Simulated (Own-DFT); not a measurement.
## Calculated data, Hf36O71 (tetragonal hafnia with one neutral oxygen vacancy, atoms displaced)

All values are calculated (Own-DFT development build). A calculation, not a measurement: plane-wave PBE and HSE06 DFT by an unreviewed code, no spin, of a simulated cell at Gamma alone, so results move with cell size and shape, stress positive in tension, energies less offsets, not probed for a lower state with spin; hafnium file: forces about 75 meV/angstrom off all-electron values; oxygen file: force components 24 meV/angstrom off all-electron in a glass; k mesh not checked against a denser one; forces and stress are PBE's, HSE06 gives the energy alone, and its difference from PBE has offsets of its own; offsets are fitted by least squares, one for each functional and potential file, so energies compare only between cells with the same atoms and settings and are not formation energies; the far tail of each file's local potential was reset to the Coulomb form; each entry is a single point on an unrelaxed cell, so the pressure reflects the starting lattice, taken from the Materials Project, from which strain is counted, and rises with the displacements; printed positions are rounded, which can move forces by about a meV/angstrom; the program is a retired in-house code; no spin-orbit coupling.

Hf36O71 (tetragonal hafnia with one neutral oxygen vacancy, atoms displaced)

```
CELL_PARAMETERS angstrom
10.78000 0.00000 0.00000
0.00000 10.78000 0.00000
0.00000 0.00000 10.44930
ATOMIC_POSITIONS crystal
Hf 0.99656 0.00308 0.00056
Hf 0.18209 0.17438 0.24930
O 0.99818 0.15970 0.15350
O 0.16443 0.00396 0.36469
O 0.99805 0.14830 0.40036
O 0.17265 0.98260 0.09177
Hf 0.99479 0.00912 0.49619
Hf 0.16948 0.16367 0.74098
O 0.00462 0.15744 0.65252
O 0.15726 0.01056 0.84128
O 0.99806 0.16200 0.90635
O 0.16575 0.01116 0.60009
Hf 0.00976 0.32006 0.99927
Hf 0.15805 0.50527 0.25479
O 0.02202 0.50956 0.15675
O 0.15812 0.34043 0.34119
O 0.01126 0.49912 0.40532
O 0.16966 0.33409 0.11505
Hf 0.99603 0.33718 0.50468
Hf 0.16313 0.48690 0.74595
O 0.99399 0.50388 0.64206
O 0.16097 0.33577 0.84376
O 0.99257 0.50165 0.91538
O 0.16977 0.32626 0.58658
Hf 0.00071 0.66032 0.00618
Hf 0.16314 0.83508 0.26235
O 0.99965 0.83836 0.15546
O 0.17328 0.66214 0.33519
O 0.99679 0.83579 0.39711
O 0.16202 0.65357 0.10178
Hf 0.01150 0.65663 0.49798
Hf 0.17392 0.83927 0.73502
O 0.99983 0.83148 0.66209
O 0.18187 0.67057 0.84288
O 0.98459 0.83684 0.90680
O 0.16510 0.67609 0.59425
Hf 0.33301 0.99699 0.00661
Hf 0.49998 0.16332 0.25037
O 0.33961 0.15229 0.15831
O 0.49734 0.00814 0.34671
O 0.32923 0.16431 0.40746
O 0.49908 0.99327 0.11066
Hf 0.33803 0.00194 0.50242
Hf 0.51871 0.16895 0.75629
O 0.33068 0.17148 0.65847
O 0.49660 0.98937 0.85528
O 0.33743 0.16113 0.89711
O 0.49345 0.99255 0.59141
Hf 0.34515 0.33288 0.01526
Hf 0.51359 0.50495 0.25295
O 0.33494 0.51355 0.15497
O 0.49806 0.32840 0.34928
O 0.33236 0.50097 0.41287
O 0.49201 0.33841 0.09857
Hf 0.32265 0.33178 0.49386
Hf 0.49214 0.51107 0.75669
O 0.31686 0.49868 0.66514
O 0.49288 0.33404 0.85325
O 0.33637 0.50783 0.90138
O 0.50080 0.34626 0.58759
Hf 0.33691 0.66362 0.99787
Hf 0.49583 0.83183 0.24552
O 0.33767 0.82695 0.15121
O 0.50431 0.66814 0.34302
O 0.32523 0.84154 0.39982
O 0.50029 0.67351 0.10164
Hf 0.33138 0.65625 0.50618
Hf 0.51221 0.83904 0.74476
O 0.48869 0.66422 0.84828
O 0.32754 0.83298 0.90527
O 0.51570 0.64836 0.59382
Hf 0.67993 0.99967 0.99680
Hf 0.83402 0.16728 0.24439
O 0.66129 0.15110 0.14694
O 0.84033 0.99838 0.34850
O 0.67757 0.17115 0.40951
O 0.84070 0.98972 0.08985
Hf 0.65780 0.99625 0.51172
Hf 0.82360 0.15848 0.74196
O 0.66840 0.16062 0.65608
O 0.82632 0.99628 0.84257
O 0.66667 0.16696 0.90514
O 0.82985 0.00301 0.60367
Hf 0.66084 0.34556 0.99354
Hf 0.84098 0.49413 0.23296
O 0.66112 0.49763 0.14509
O 0.82609 0.33551 0.35339
O 0.67094 0.49905 0.40671
O 0.82606 0.34392 0.09677
Hf 0.67449 0.32695 0.49246
Hf 0.84929 0.48364 0.72980
O 0.66245 0.50125 0.66514
O 0.84277 0.32564 0.86554
O 0.66537 0.50430 0.88907
O 0.82608 0.33327 0.61787
Hf 0.67700 0.66392 0.99541
Hf 0.82316 0.83187 0.24173
O 0.66516 0.82437 0.15242
O 0.83403 0.67561 0.35730
O 0.66212 0.84829 0.40531
O 0.83192 0.66461 0.08685
Hf 0.66398 0.66230 0.49616
Hf 0.83687 0.83506 0.74322
O 0.66699 0.83526 0.65313
O 0.82966 0.67457 0.83038
O 0.67103 0.83679 0.89585
O 0.82692 0.66805 0.59944
```

- first functional: PBE
- second functional: HSE06
- exact exchange share: 0.25
- screening: 0.11 1/bohr
- exchange divergence: Gygi-Baldereschi
- potential files: PseudoDojo norm-conserving, scalar-relativistic, made for PBE, standard set
- wave cutoff: 48 hartree
- occupations: fixed
- k mesh: 1 x 1 x 1 centred on Gamma
- PBE energy of cell above offsets: -85.845 eV
- HSE06 less PBE above offsets: 0.675 eV
- PBE pressure: 6.28 GPa
- PBE stress xx: -8.76 GPa
- PBE stress yy: -3.75 GPa
- PBE stress zz: -6.34 GPa
- PBE stress yz: -1.02 GPa
- PBE stress xz: 0.44 GPa
- PBE stress xy: -0.35 GPa

Force:
```tsv
element	x (eV/Å)	y (eV/Å)	z (eV/Å)
Hf	3.326	-2.998	-0.985
Hf	-2.347	-1.661	1.487
O	0.689	1.031	-0.167
O	0.39	0.152	-2.327
O	-0.498	7.435	-1.732
O	-1.565	1.177	1.203
Hf	0.763	-4.924	1.694
Hf	0.508	-0.935	1.726
O	-2.478	1.649	-0.599
O	0.356	-2.014	0.241
O	0.019	1.115	-0.315
O	0.966	-1.352	-0.177
Hf	-0.954	0.801	-0.773
Hf	6.622	-0.617	-0.469
O	-8.513	-1.157	-2.124
O	0.327	-2.526	2.111
O	-1.017	-1.159	-0.579
O	0.639	-1.266	-1.959
Hf	0.79	-2.476	-1.253
Hf	-0.339	3.346	2.954
O	4.735	-0.723	-2.203
O	-0.646	-1.096	1.003
O	0.263	-1.564	-1.525
O	-3.644	0.907	1.315
Hf	2.094	3.392	-1.95
Hf	-0.256	1.624	-1.392
O	-0.419	-0.877	0.252
O	-0.24	2.074	3.424
O	1.447	-1.296	1.414
O	0.899	1.467	-1.271
Hf	-3.796	4.821	-0.502
Hf	0.052	0.042	2.64
O	1.396	0.047	-1.455
O	-1.546	-0.921	-1.036
O	0.498	-0.543	0.586
O	1.078	-0.188	-0.038
Hf	1.334	-1.076	-1.679
Hf	1.305	-0.621	0.396
O	-0.688	1.246	-1.037
O	0.063	-0.53	1.282
O	-0.524	1.509	-1.33
O	0.682	0.047	-1.456
Hf	-3.459	-0.668	-0.956
Hf	-5.42	0.261	1.919
O	2.813	0.119	-1.195
O	1.137	1.794	-1.414
O	-0.074	1.076	2.049
O	1.401	-0.04	2.718
Hf	-4.18	0.681	-4.073
Hf	-3.268	-0.125	0.291
O	0.86	-1.394	0.783
O	0.443	0.719	-1.091
O	0.06	-0.719	-0.476
O	4.142	-0.387	1.904
Hf	4.365	-0.386	0.491
Hf	1.22	-2.153	-1.544
O	2.471	0.526	-2.387
O	1.014	-0.178	-0.104
O	-0.169	-3.499	0.536
O	-0.258	-1.174	0.382
Hf	-1.449	1.644	1.063
Hf	-0.234	1.021	-0.37
O	-1.503	0.05	0.684
O	0.052	-0.374	1.258
O	0.794	-1.844	1.142
O	1.61	-0.825	-0.85
Hf	1.275	2.459	-0.337
Hf	-2.516	-1.042	2.184
O	0.959	2.737	0.04
O	-0.05	1.014	-0.653
O	-4.49	0.762	0.917
Hf	-2.378	-0.952	0.127
Hf	-0.627	-1.812	1.519
O	1.591	1.083	0.785
O	-1.044	0.614	-1.515
O	-0.219	-2.461	-0.975
O	-2.467	0.726	1.569
Hf	2.218	-0.062	-2.415
Hf	4.17	-0.12	2.882
O	-1.338	0.289	-1.894
O	-0.358	2.178	0.803
O	-0.454	0.696	-0.984
O	-0.301	0.377	-0.621
Hf	0.684	-0.094	-1.066
Hf	-0.758	1.089	1.373
O	2.054	0.042	-0.35
O	1.921	0.307	-0.765
O	-0.253	-0.623	-1.544
O	1.482	-0.087	1.378
Hf	-3.244	2.953	1.817
Hf	-7.59	3.156	6.405
O	1.905	-0.638	-1.005
O	-0.618	0.261	-1.978
O	-0.28	-0.905	2.292
O	1.532	-1.197	-2.34
Hf	-2.515	1.614	-2.128
Hf	2.987	0.724	2.61
O	-0.006	0.315	-0.917
O	-0.176	-1.836	-2.44
O	-0.134	-1.858	-0.368
O	0.859	-1.089	2.378
Hf	2.999	1.102	-0.053
Hf	0.554	-1.451	1.271
O	-0.094	0.684	-1.425
O	-0.185	-2.598	1.643
O	-0.666	-1.107	0.989
O	1.438	-0.728	-1.366
```
